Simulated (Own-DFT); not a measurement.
Simulation results for InGa3As4 (zincblende random alloy, strained, atoms displaced)

All values are calculated (Own-DFT development build). A calculation, not a measurement: plane-wave PBE density functional theory by an unreviewed code, no spin, of a simulated periodic cell, stress positive in tension, free energy of the whole cell less one offset for each atom, forces on such cells passed a denser k mesh, this cell's mesh not checked; offsets are fitted by least squares, one for each functional and potential file, so energies compare only between cells with the same atoms and settings and are not formation energies; the far tail of each file's local potential was reset to the Coulomb form; each entry is a single point on an unrelaxed cell, so the pressure reflects the starting lattice, mostly measured values, from which strain is counted, and rises with the displacements; printed positions are rounded, which can move forces by about a meV/angstrom; the program is a retired in-house code; no spin-orbit coupling.

Common to all runs: functional PBE; potential files PseudoDojo norm-conserving, scalar-relativistic, standard set; wave cutoff 42 hartree; occupations Fermi-Dirac; smearing width 0.1 eV; k mesh 3 x 3 x 3 centred on Gamma.

(1) 
```cif
# cell vector a (Å): 11.3066 0.0000 0.0000
# cell vector b (Å): 0.0000 11.3066 0.0000
# cell vector c (Å): 0.0000 0.0000 11.6914
data_InGa3As4
_symmetry_space_group_name_H-M 'P 1'
_symmetry_Int_Tables_number 1
_cell_length_a 11.3066
_cell_length_b 11.3066
_cell_length_c 11.6914
_cell_angle_alpha 90.000
_cell_angle_beta 90.000
_cell_angle_gamma 90.000
_cell_volume 1494.62
loop_
_atom_site_label
_atom_site_type_symbol
_atom_site_fract_x
_atom_site_fract_y
_atom_site_fract_z
_atom_site_occupancy
In1 In 0.99437 0.00831 0.99784 1
Ga1 Ga 0.00212 0.25193 0.25274 1
Ga2 Ga 0.25340 0.99101 0.25034 1
In2 In 0.24678 0.24461 0.99845 1
As1 As 0.12353 0.12190 0.12410 1
As2 As 0.12363 0.37063 0.37080 1
As3 As 0.37246 0.12172 0.37209 1
As4 As 0.37419 0.38072 0.13368 1
Ga3 Ga 0.00318 0.99454 0.49672 1
In3 In 0.00563 0.24694 0.76583 1
Ga4 Ga 0.25031 0.00289 0.75327 1
In4 In 0.24910 0.25717 0.49387 1
As5 As 0.12745 0.13613 0.62202 1
As6 As 0.12480 0.37498 0.87362 1
As7 As 0.36871 0.12080 0.87599 1
As8 As 0.37504 0.37386 0.62375 1
Ga5 Ga 0.99572 0.49530 0.99361 1
Ga6 Ga 0.01129 0.74969 0.24347 1
Ga7 Ga 0.25199 0.50444 0.25120 1
Ga8 Ga 0.24692 0.74433 0.99793 1
As9 As 0.12536 0.62229 0.12377 1
As10 As 0.12191 0.87533 0.36139 1
As11 As 0.37981 0.63829 0.37120 1
As12 As 0.36783 0.88077 0.12377 1
Ga9 Ga 0.00106 0.50075 0.50207 1
Ga10 Ga 0.98928 0.74855 0.75741 1
Ga11 Ga 0.24981 0.49524 0.75454 1
Ga12 Ga 0.24718 0.75103 0.49700 1
As13 As 0.12433 0.62366 0.62435 1
As14 As 0.11951 0.88141 0.86398 1
As15 As 0.37360 0.62116 0.87711 1
As16 As 0.37378 0.87147 0.62941 1
Ga13 Ga 0.50166 0.99231 0.99989 1
Ga14 Ga 0.49955 0.25544 0.24549 1
Ga15 Ga 0.74587 0.00980 0.25020 1
In5 In 0.75281 0.24161 0.99441 1
As17 As 0.62228 0.12687 0.12330 1
As18 As 0.62256 0.37485 0.36920 1
As19 As 0.87396 0.12031 0.36944 1
As20 As 0.87505 0.36797 0.11363 1
In6 In 0.50595 0.00024 0.50162 1
Ga16 Ga 0.49713 0.25242 0.74640 1
In7 In 0.75143 0.00223 0.75439 1
In8 In 0.74915 0.25130 0.49153 1
As21 As 0.62620 0.12964 0.63109 1
As22 As 0.62494 0.37400 0.87589 1
As23 As 0.87511 0.12619 0.87443 1
As24 As 0.87749 0.38120 0.62295 1
Ga17 Ga 0.50492 0.49891 0.00448 1
Ga18 Ga 0.50088 0.74712 0.24711 1
Ga19 Ga 0.75153 0.49477 0.24976 1
Ga20 Ga 0.75695 0.74831 0.99771 1
As25 As 0.63405 0.62766 0.12180 1
As26 As 0.62765 0.87605 0.36819 1
As27 As 0.87739 0.62241 0.38089 1
As28 As 0.87494 0.87527 0.13151 1
Ga21 Ga 0.50149 0.49532 0.50006 1
Ga22 Ga 0.49965 0.74976 0.75361 1
Ga23 Ga 0.75007 0.50243 0.75205 1
Ga24 Ga 0.74293 0.75882 0.50820 1
As29 As 0.62242 0.61787 0.62986 1
As30 As 0.63334 0.86602 0.87017 1
As31 As 0.88503 0.62655 0.87215 1
As32 As 0.87959 0.87282 0.62259 1
_calc_free_energy_of_cell_above_offsets '-21.065'  # eV
_calc_pressure 6.25  # GPa
_calc_stress_xx -6.88  # GPa
_calc_stress_yy -6.76  # GPa
_calc_stress_zz -5.12  # GPa
_calc_stress_yz -0.01  # GPa
_calc_stress_xz 0.06  # GPa
_calc_stress_xy -0.61  # GPa
```

Force:
```
element  x (eV/Å)  y (eV/Å)  z (eV/Å)
     In     0.474    -1.802      0.74
     Ga    -0.363    -0.537    -0.905
     Ga    -0.415     1.358    -0.022
     In     0.495     1.135     1.039
     As     0.264     0.108     2.452
     As     -1.03     2.326    -0.879
     As     0.489     0.148    -1.306
     As     0.373     0.109    -0.754
     Ga     0.192     0.572     0.082
     In    -0.904     0.294    -2.816
     Ga    -0.229     -0.17    -1.198
     In     0.806    -0.736     0.025
     As    -0.461    -2.529     0.307
     As     1.005      2.33     1.129
     As     2.189    -0.543    -0.937
     As     0.616     1.081     0.866
     Ga     0.593     0.269     0.621
     Ga    -1.497    -0.677     0.248
     Ga    -0.175     0.206     0.487
     Ga    -0.165     0.757    -0.279
     As    -0.114    -0.478    -0.536
     As     0.507    -0.057     1.559
     As    -0.489    -1.458     0.853
     As     0.894     -1.43    -0.601
     Ga      0.24    -0.086    -0.321
     Ga     1.672      0.79    -1.661
     Ga      0.11     0.598    -0.737
     Ga    -0.124     0.233     0.206
     As     0.155     0.197     0.417
     As     0.606    -1.208     0.462
     As     0.387     0.012     0.115
     As    -0.586     -0.16     0.261
     Ga     0.055     0.184    -0.313
     Ga    -0.366    -0.692     0.379
     Ga     0.055    -0.879    -0.478
     In     -1.35     0.629     0.439
     As    -0.975    -0.859     0.594
     As     -0.85     0.822    -0.613
     As     1.241    -0.241    -0.089
     As     0.984     1.307     2.022
     In    -0.541    -0.195     0.096
     Ga    -0.057    -0.234     0.654
     In     0.221    -0.436    -1.145
     In     0.459     0.046      0.99
     As    -0.513     0.782      0.11
     As    -0.826     0.751    -0.874
     As    -0.299    -0.567    -0.657
     As     -0.06     0.048      0.76
     Ga    -0.249     0.151     0.023
     Ga     0.446     0.829    -0.865
     Ga     0.578      0.51     -0.22
     Ga     0.368     0.192     0.354
     As    -0.412    -0.353     0.273
     As     0.463    -0.717    -0.323
     As    -0.288     0.649    -0.644
     As    -0.695    -0.404     0.031
     Ga    -0.231      0.62    -0.298
     Ga    -0.329    -0.568    -0.293
     Ga     0.331    -0.329    -0.055
     Ga     0.193     -0.96    -0.632
     As    -0.066     0.835    -0.345
     As    -1.342    -0.444     1.497
     As    -1.663    -0.972     0.921
     As     0.201     -0.16    -0.216
```

(2) 
```cif
# cell vector a (Å): 11.3066 0.0000 0.0000
# cell vector b (Å): 0.0000 11.3066 0.0000
# cell vector c (Å): 0.0000 0.0000 11.6914
data_InGa3As4
_symmetry_space_group_name_H-M 'P 1'
_symmetry_Int_Tables_number 1
_cell_length_a 11.3066
_cell_length_b 11.3066
_cell_length_c 11.6914
_cell_angle_alpha 90.000
_cell_angle_beta 90.000
_cell_angle_gamma 90.000
_cell_volume 1494.62
loop_
_atom_site_label
_atom_site_type_symbol
_atom_site_fract_x
_atom_site_fract_y
_atom_site_fract_z
_atom_site_occupancy
In1 In 0.99305 0.99234 0.99960 1
In2 In 0.99393 0.25256 0.24978 1
Ga1 Ga 0.25306 0.99966 0.25038 1
Ga2 Ga 0.24408 0.24815 0.99790 1
As1 As 0.12889 0.13596 0.11775 1
As2 As 0.13062 0.37462 0.37262 1
As3 As 0.37974 0.12668 0.37597 1
As4 As 0.38305 0.37988 0.12222 1
Ga3 Ga 0.00701 0.01098 0.49893 1
Ga4 Ga 0.99724 0.24945 0.75180 1
Ga5 Ga 0.25369 0.99901 0.74907 1
In3 In 0.25062 0.24613 0.50732 1
As5 As 0.12821 0.12392 0.62235 1
As6 As 0.12190 0.37831 0.87674 1
As7 As 0.37226 0.12365 0.87260 1
As8 As 0.37429 0.37208 0.62691 1
Ga6 Ga 0.00379 0.49981 0.00074 1
Ga7 Ga 0.00305 0.74971 0.25047 1
Ga8 Ga 0.25576 0.50230 0.24725 1
Ga9 Ga 0.25211 0.75324 0.00107 1
As9 As 0.12157 0.62578 0.12466 1
As10 As 0.12260 0.87805 0.38604 1
As11 As 0.38064 0.63186 0.37715 1
As12 As 0.36669 0.86752 0.11622 1
In4 In 0.99389 0.49937 0.49376 1
In5 In 0.00767 0.75080 0.74673 1
Ga10 Ga 0.25429 0.50479 0.75478 1
Ga11 Ga 0.24373 0.75287 0.49713 1
As13 As 0.12794 0.63116 0.62806 1
As14 As 0.12808 0.86757 0.86292 1
As15 As 0.37337 0.63110 0.87112 1
As16 As 0.37465 0.87313 0.62234 1
In6 In 0.50700 0.00720 0.00150 1
Ga12 Ga 0.49540 0.25226 0.25075 1
Ga13 Ga 0.75922 0.00078 0.24854 1
Ga14 Ga 0.74651 0.25833 0.00828 1
As17 As 0.62507 0.13189 0.12129 1
As18 As 0.62858 0.38026 0.37117 1
As19 As 0.87628 0.12567 0.37684 1
As20 As 0.88019 0.37884 0.12573 1
Ga15 Ga 0.49689 0.00134 0.50068 1
In7 In 0.49777 0.25763 0.75493 1
Ga16 Ga 0.74974 0.99393 0.74858 1
Ga17 Ga 0.74735 0.25147 0.50683 1
As21 As 0.62021 0.12227 0.62623 1
As22 As 0.62252 0.36247 0.87588 1
As23 As 0.87381 0.12586 0.87835 1
As24 As 0.87589 0.37429 0.62142 1
Ga18 Ga 0.50153 0.49988 0.00923 1
Ga19 Ga 0.50922 0.75679 0.25704 1
Ga20 Ga 0.75243 0.50490 0.25539 1
Ga21 Ga 0.74732 0.75628 0.99523 1
As25 As 0.62972 0.62464 0.12092 1
As26 As 0.63035 0.87688 0.37290 1
As27 As 0.87896 0.63020 0.37960 1
As28 As 0.87855 0.87980 0.12208 1
Ga22 Ga 0.49562 0.50098 0.49570 1
In8 In 0.50508 0.75407 0.75510 1
Ga23 Ga 0.75180 0.50096 0.74813 1
Ga24 Ga 0.75272 0.74878 0.50340 1
As29 As 0.62272 0.62985 0.61683 1
As30 As 0.63092 0.86993 0.87364 1
As31 As 0.87475 0.62212 0.87457 1
As32 As 0.87677 0.87797 0.62726 1
_calc_free_energy_of_cell_above_offsets '-20.393'  # eV
_calc_pressure 6.47  # GPa
_calc_stress_xx -7.08  # GPa
_calc_stress_yy -7  # GPa
_calc_stress_zz -5.32  # GPa
_calc_stress_yz 0.29  # GPa
_calc_stress_xz -0.48  # GPa
_calc_stress_xy -1.09  # GPa
```

Force:
```
element  x (eV/Å)  y (eV/Å)  z (eV/Å)
     In     2.745     1.341    -1.551
     In     1.156    -0.411      0.22
     Ga    -0.316      0.11    -0.279
     Ga     1.157     0.893    -0.577
     As     0.173    -1.707     1.028
     As     0.731     0.734    -0.574
     As     0.267    -0.813    -0.914
     As    -1.372    -0.898      0.34
     Ga    -1.033    -0.641     0.351
     Ga     0.119    -0.097     -0.14
     Ga    -0.163    -0.151     -0.26
     In     0.271     0.707    -1.456
     As    -1.423    -0.964     2.356
     As     0.474    -0.193    -0.539
     As    -1.392     0.053     0.279
     As     0.018     2.718    -0.203
     Ga    -0.565      0.28    -0.096
     Ga    -0.166     0.458     0.178
     Ga    -0.019     0.189     0.236
     Ga    -1.219    -1.012    -1.061
     As     0.688     0.082    -0.016
     As     0.035      0.18    -1.607
     As    -0.737    -0.032    -0.446
     As     1.264      0.84     2.107
     In     1.925    -0.198     0.882
     In    -2.329    -0.704     0.018
     Ga     -0.47    -0.343     -0.53
     Ga     0.802    -0.464     0.498
     As     1.664    -1.954    -1.519
     As     2.053      1.86     2.341
     As    -0.268    -1.366     1.922
     As    -0.569     0.747     -0.64
     In    -0.984     -1.36    -0.588
     Ga      0.68     0.156     -0.05
     Ga    -0.715     0.282     0.002
     Ga     0.796    -0.219    -0.537
     As     1.262     0.701     2.354
     As    -0.453     -0.63      0.53
     As    -1.071    -0.565     1.012
     As    -1.659     1.397    -0.986
     Ga     0.425    -0.363    -0.186
     In    -0.583    -1.715    -1.115
     Ga      0.15     0.809     0.086
     Ga    -0.261    -0.312    -0.518
     As     0.782    -0.468    -0.406
     As     2.029     3.203     1.839
     As    -1.267     0.927    -1.002
     As    -0.794    -0.837     1.473
     Ga     0.422     0.479     -1.64
     Ga    -0.636    -0.602    -1.205
     Ga     0.342     0.236    -0.639
     Ga     0.917    -0.997     0.695
     As     0.031      0.62     0.716
     As     0.344     0.615     0.613
     As    -1.506     1.373    -1.796
     As    -1.912    -2.579     2.252
     Ga     0.304    -0.267      0.36
     In    -0.546    -0.509    -1.372
     Ga     -0.59    -0.241    -0.016
     Ga     0.085     0.667    -0.241
     As       0.6    -1.383     0.063
     As     1.086     1.718     0.651
     As    -0.346    -0.153     0.691
     As    -0.436     0.773    -1.388
```

(3) 
```cif
# cell vector a (Å): 11.3066 0.0000 0.0000
# cell vector b (Å): 0.0000 11.3066 0.0000
# cell vector c (Å): 0.0000 0.0000 11.6914
data_InGa3As4
_symmetry_space_group_name_H-M 'P 1'
_symmetry_Int_Tables_number 1
_cell_length_a 11.3066
_cell_length_b 11.3066
_cell_length_c 11.6914
_cell_angle_alpha 90.000
_cell_angle_beta 90.000
_cell_angle_gamma 90.000
_cell_volume 1494.62
loop_
_atom_site_label
_atom_site_type_symbol
_atom_site_fract_x
_atom_site_fract_y
_atom_site_fract_z
_atom_site_occupancy
Ga1 Ga 0.00121 0.00443 0.00249 1
Ga2 Ga 0.99951 0.24497 0.25373 1
Ga3 Ga 0.25180 0.00056 0.24929 1
Ga4 Ga 0.25083 0.24946 0.99505 1
As1 As 0.12789 0.11877 0.12882 1
As2 As 0.11312 0.37606 0.37771 1
As3 As 0.36900 0.12663 0.37238 1
As4 As 0.37163 0.38126 0.11979 1
Ga5 Ga 0.99662 0.00200 0.49665 1
Ga6 Ga 0.00027 0.25032 0.74350 1
In1 In 0.25190 0.00187 0.75137 1
In2 In 0.25162 0.25168 0.49851 1
As5 As 0.12655 0.12855 0.62778 1
As6 As 0.12094 0.37360 0.87173 1
As7 As 0.37606 0.12047 0.88187 1
As8 As 0.37525 0.37543 0.62731 1
Ga7 Ga 0.99238 0.50366 0.99943 1
In3 In 0.99871 0.74931 0.24689 1
Ga8 Ga 0.24369 0.50153 0.24740 1
Ga9 Ga 0.25231 0.75294 0.00197 1
As9 As 0.12487 0.62665 0.12550 1
As10 As 0.11173 0.87755 0.38255 1
As11 As 0.36819 0.61758 0.38059 1
As12 As 0.37573 0.87698 0.12835 1
Ga10 Ga 0.00443 0.49782 0.50389 1
In4 In 0.99374 0.74758 0.74840 1
Ga11 Ga 0.25831 0.49843 0.75248 1
In5 In 0.24513 0.75049 0.50694 1
As13 As 0.11857 0.63442 0.62930 1
As14 As 0.12136 0.87366 0.87513 1
As15 As 0.37209 0.61905 0.87110 1
As16 As 0.37590 0.86680 0.62735 1
Ga12 Ga 0.49791 0.99537 0.99631 1
Ga13 Ga 0.49999 0.25108 0.24727 1
Ga14 Ga 0.74901 0.00062 0.25000 1
Ga15 Ga 0.75520 0.24803 0.99121 1
As17 As 0.62876 0.12231 0.12280 1
As18 As 0.62626 0.37142 0.37115 1
As19 As 0.86384 0.12775 0.37377 1
As20 As 0.87470 0.37486 0.12768 1
In6 In 0.50196 0.00059 0.50342 1
Ga16 Ga 0.49787 0.24612 0.75349 1
Ga17 Ga 0.75656 0.99112 0.75855 1
Ga18 Ga 0.75218 0.24537 0.49858 1
As21 As 0.62362 0.12211 0.62382 1
As22 As 0.63267 0.37888 0.87871 1
As23 As 0.87772 0.12240 0.87150 1
As24 As 0.87142 0.37326 0.62337 1
Ga19 Ga 0.49587 0.50310 0.99897 1
Ga20 Ga 0.49884 0.74910 0.25154 1
Ga21 Ga 0.74885 0.49911 0.24636 1
Ga22 Ga 0.74833 0.74581 0.99849 1
As25 As 0.62328 0.62887 0.11916 1
As26 As 0.62511 0.87684 0.37417 1
As27 As 0.87307 0.62473 0.38129 1
As28 As 0.87341 0.88101 0.12529 1
In7 In 0.50249 0.49478 0.50658 1
Ga23 Ga 0.50396 0.75499 0.75168 1
Ga24 Ga 0.74923 0.49925 0.74774 1
In8 In 0.74876 0.74421 0.49988 1
As29 As 0.63260 0.61945 0.62318 1
As30 As 0.62318 0.87467 0.87581 1
As31 As 0.87904 0.62706 0.87711 1
As32 As 0.87613 0.87408 0.62763 1
_calc_free_energy_of_cell_above_offsets '-21.673'  # eV
_calc_pressure 6.17  # GPa
_calc_stress_xx -6.74  # GPa
_calc_stress_yy -6.7  # GPa
_calc_stress_zz -5.08  # GPa
_calc_stress_yz -0.52  # GPa
_calc_stress_xz 0.36  # GPa
_calc_stress_xy 0.24  # GPa
```

Force:
```
element  x (eV/Å)  y (eV/Å)  z (eV/Å)
     Ga    -0.034    -0.396     -0.21
     Ga    -0.188      0.12    -0.382
     Ga    -0.501    -0.504     0.659
     Ga    -0.424     0.185     0.528
     As    -0.151     0.974    -0.362
     As     0.489     0.386    -1.123
     As     1.067    -0.475    -1.461
     As    -0.005    -0.629      0.49
     Ga    -0.496     0.828     0.813
     Ga    -0.286     0.076     0.344
     In    -0.156    -0.586    -0.021
     In    -0.678     0.507     0.012
     As    -1.599    -0.447    -0.672
     As     0.127     0.287     0.213
     As     0.754     1.159     0.235
     As    -0.162    -0.671     1.922
     Ga     0.798    -0.612     0.452
     In     -0.57     0.078     0.502
     Ga     0.034    -0.376      0.36
     Ga    -0.216    -0.202    -0.257
     As       0.8    -0.869    -1.406
     As      1.43     0.986    -0.792
     As     0.317     0.427    -1.677
     As     0.071    -0.354    -0.207
     Ga    -0.736     0.608     0.333
     In     0.177     0.925     1.044
     Ga    -1.476    -0.175    -0.559
     In     0.012     0.162    -1.403
     As     0.956    -3.702    -0.242
     As     0.251     0.167     1.634
     As     0.715     1.371     0.597
     As     1.047     0.369     0.867
     Ga     0.475     0.258     0.922
     Ga     -0.18     -0.14    -0.373
     Ga     -0.26    -0.167    -0.175
     Ga    -0.055     0.011     0.844
     As    -0.443     0.284    -0.377
     As     0.554    -0.465    -0.388
     As     1.127    -0.644    -0.064
     As     0.179      -0.4    -0.437
     In    -1.114    -0.368    -0.789
     Ga      0.53     0.319     0.154
     Ga    -0.526     0.533    -0.773
     Ga    -0.807     0.591     0.423
     As     1.639     1.235     1.898
     As    -0.999    -0.256    -0.388
     As     0.375     0.274     0.087
     As     0.281     0.071    -0.013
     Ga     0.469    -0.142    -0.171
     Ga    -0.112    -0.231      0.26
     Ga    -0.061     0.343     0.309
     Ga     0.351     0.686     0.093
     As    -0.209    -0.427     0.719
     As     0.007    -0.388    -1.438
     As     0.885    -2.204    -1.254
     As    -0.827     0.247    -1.059
     In     0.248     0.098    -1.056
     Ga    -0.063    -1.159    -0.204
     Ga     0.516    -0.056     0.539
     In    -0.042     1.559     0.052
     As    -0.982     0.476     2.468
     As     0.329    -0.245     0.205
     As     -1.93    -1.219     0.681
     As    -0.721     1.909    -0.927
```

(4) 
```cif
# cell vector a (Å): 11.3066 0.0000 0.0000
# cell vector b (Å): 0.0000 11.3066 0.0000
# cell vector c (Å): 0.0000 0.0000 11.6914
data_InGa3As4
_symmetry_space_group_name_H-M 'P 1'
_symmetry_Int_Tables_number 1
_cell_length_a 11.3066
_cell_length_b 11.3066
_cell_length_c 11.6914
_cell_angle_alpha 90.000
_cell_angle_beta 90.000
_cell_angle_gamma 90.000
_cell_volume 1494.62
loop_
_atom_site_label
_atom_site_type_symbol
_atom_site_fract_x
_atom_site_fract_y
_atom_site_fract_z
_atom_site_occupancy
In1 In 0.00329 0.99929 0.98748 1
Ga1 Ga 0.99953 0.25235 0.25113 1
Ga2 Ga 0.25100 0.00111 0.24603 1
Ga3 Ga 0.24679 0.25909 0.99761 1
As1 As 0.13067 0.12271 0.11780 1
As2 As 0.12797 0.37687 0.37993 1
As3 As 0.37797 0.12673 0.37930 1
As4 As 0.37644 0.37388 0.12697 1
Ga4 Ga 0.00273 0.00142 0.49864 1
Ga5 Ga 0.99973 0.24866 0.75262 1
Ga6 Ga 0.24697 0.99867 0.74494 1
Ga7 Ga 0.24552 0.24264 0.49862 1
As5 As 0.12981 0.12049 0.62085 1
As6 As 0.11956 0.36370 0.87453 1
As7 As 0.37260 0.12226 0.87416 1
As8 As 0.37438 0.37956 0.63566 1
Ga8 Ga 0.99946 0.50583 0.99907 1
Ga9 Ga 0.99593 0.74326 0.25350 1
Ga10 Ga 0.25222 0.49804 0.25530 1
Ga11 Ga 0.25562 0.75362 0.00662 1
As9 As 0.12758 0.62618 0.12111 1
As10 As 0.12460 0.87184 0.37912 1
As11 As 0.36129 0.61962 0.37085 1
As12 As 0.37115 0.86784 0.12434 1
In2 In 0.00537 0.50218 0.50638 1
Ga12 Ga 0.00042 0.75346 0.75348 1
Ga13 Ga 0.25054 0.50091 0.74781 1
In3 In 0.25563 0.75477 0.49466 1
As13 As 0.11922 0.62610 0.63126 1
As14 As 0.12364 0.87369 0.88065 1
As15 As 0.37587 0.63894 0.87230 1
As16 As 0.37128 0.86925 0.62949 1
Ga14 Ga 0.49327 0.99806 0.00366 1
In4 In 0.49526 0.24740 0.24688 1
Ga15 Ga 0.74992 0.99412 0.25236 1
Ga16 Ga 0.75077 0.24411 0.99173 1
As17 As 0.62688 0.12469 0.12389 1
As18 As 0.62424 0.37089 0.37575 1
As19 As 0.87126 0.12436 0.37810 1
As20 As 0.87643 0.37355 0.13073 1
In5 In 0.49913 0.99895 0.49845 1
Ga17 Ga 0.49707 0.25526 0.75258 1
Ga18 Ga 0.74628 0.00659 0.74610 1
Ga19 Ga 0.74816 0.25747 0.49943 1
As21 As 0.61966 0.12425 0.62206 1
As22 As 0.61759 0.37979 0.87167 1
As23 As 0.87703 0.12402 0.87164 1
As24 As 0.87812 0.38148 0.62538 1
Ga20 Ga 0.50428 0.50734 0.99837 1
Ga21 Ga 0.50346 0.75556 0.25430 1
Ga22 Ga 0.75715 0.49659 0.24775 1
In6 In 0.74538 0.75049 0.99141 1
As25 As 0.63373 0.62394 0.12196 1
As26 As 0.62571 0.87558 0.37009 1
As27 As 0.87854 0.62670 0.37454 1
As28 As 0.88135 0.87647 0.12735 1
Ga23 Ga 0.49473 0.50343 0.49536 1
Ga24 Ga 0.50547 0.75754 0.74450 1
In7 In 0.75163 0.49924 0.74720 1
In8 In 0.74732 0.74882 0.50180 1
As29 As 0.62056 0.62762 0.62902 1
As30 As 0.61913 0.87177 0.86694 1
As31 As 0.88127 0.62283 0.87611 1
As32 As 0.87957 0.87991 0.63303 1
_calc_free_energy_of_cell_above_offsets '-20.975'  # eV
_calc_pressure 6.32  # GPa
_calc_stress_xx -6.89  # GPa
_calc_stress_yy -6.86  # GPa
_calc_stress_zz -5.21  # GPa
_calc_stress_yz -0.22  # GPa
_calc_stress_xz -0.49  # GPa
_calc_stress_xy 0.66  # GPa
```

Force:
```
element  x (eV/Å)  y (eV/Å)  z (eV/Å)
     In    -0.841     0.671     2.101
     Ga     0.552    -0.668     0.118
     Ga    -0.161    -0.089      0.54
     Ga     0.707    -0.864     0.376
     As     0.127     1.176     1.215
     As     0.484    -1.178    -1.095
     As    -2.243    -0.246    -0.579
     As    -1.151     1.789    -1.628
     Ga    -0.339    -0.183     0.061
     Ga    -0.124    -0.304    -1.082
     Ga      0.16    -0.235     0.832
     Ga     0.718     0.933     0.289
     As     -0.89     0.381     0.516
     As     0.279     1.834     0.007
     As    -0.126     0.358     0.038
     As    -0.048    -0.521    -1.657
     Ga     0.374    -1.007     0.384
     Ga     0.798     0.699    -0.677
     Ga    -0.896    -0.718    -1.498
     Ga    -0.875    -0.707    -1.065
     As     0.002    -0.271     0.723
     As    -1.291     1.439    -1.943
     As     2.729     0.084    -0.439
     As     0.998     1.033     1.055
     In    -0.309      0.11    -1.107
     Ga     0.115      -0.2     0.213
     Ga    -0.556     0.411     1.031
     In    -0.835    -1.009     1.271
     As     1.443     1.161     1.312
     As     2.316    -1.804    -2.153
     As      0.04    -0.915     0.111
     As     0.719     0.937     1.058
     Ga     0.403      0.01    -0.364
     In     0.778    -0.154     0.257
     Ga     0.479     0.614    -0.712
     Ga    -0.283     0.808     0.468
     As     0.775      -1.2    -0.834
     As     0.458     1.559       0.3
     As     0.179     0.169    -0.129
     As     0.067    -0.177    -1.321
     In    -0.312    -0.958     0.449
     Ga     0.001     -0.85    -0.024
     Ga    -0.059    -0.306     0.243
     Ga      0.32    -0.587     0.586
     As     1.188     1.733     1.143
     As     0.151    -1.065     1.187
     As    -1.472     0.923    -1.166
     As    -0.168    -2.877    -0.095
     Ga    -0.771     0.027     0.189
     Ga    -0.468    -1.265     -0.76
     Ga    -0.601     0.305     0.607
     In     1.098     0.615     0.515
     As    -1.368    -0.735     1.686
     As     0.019    -0.039    -0.533
     As    -0.551    -0.765    -0.839
     As    -0.567    -0.275     0.764
     Ga     0.115    -0.328     0.409
     Ga    -0.845    -0.657     0.085
     In    -0.292     0.425     0.711
     In     0.632     0.489     0.224
     As     -1.38    -0.438    -0.709
     As    -0.184     2.148     0.007
     As     0.694     0.332    -0.458
     As     0.089      0.42    -0.211
```
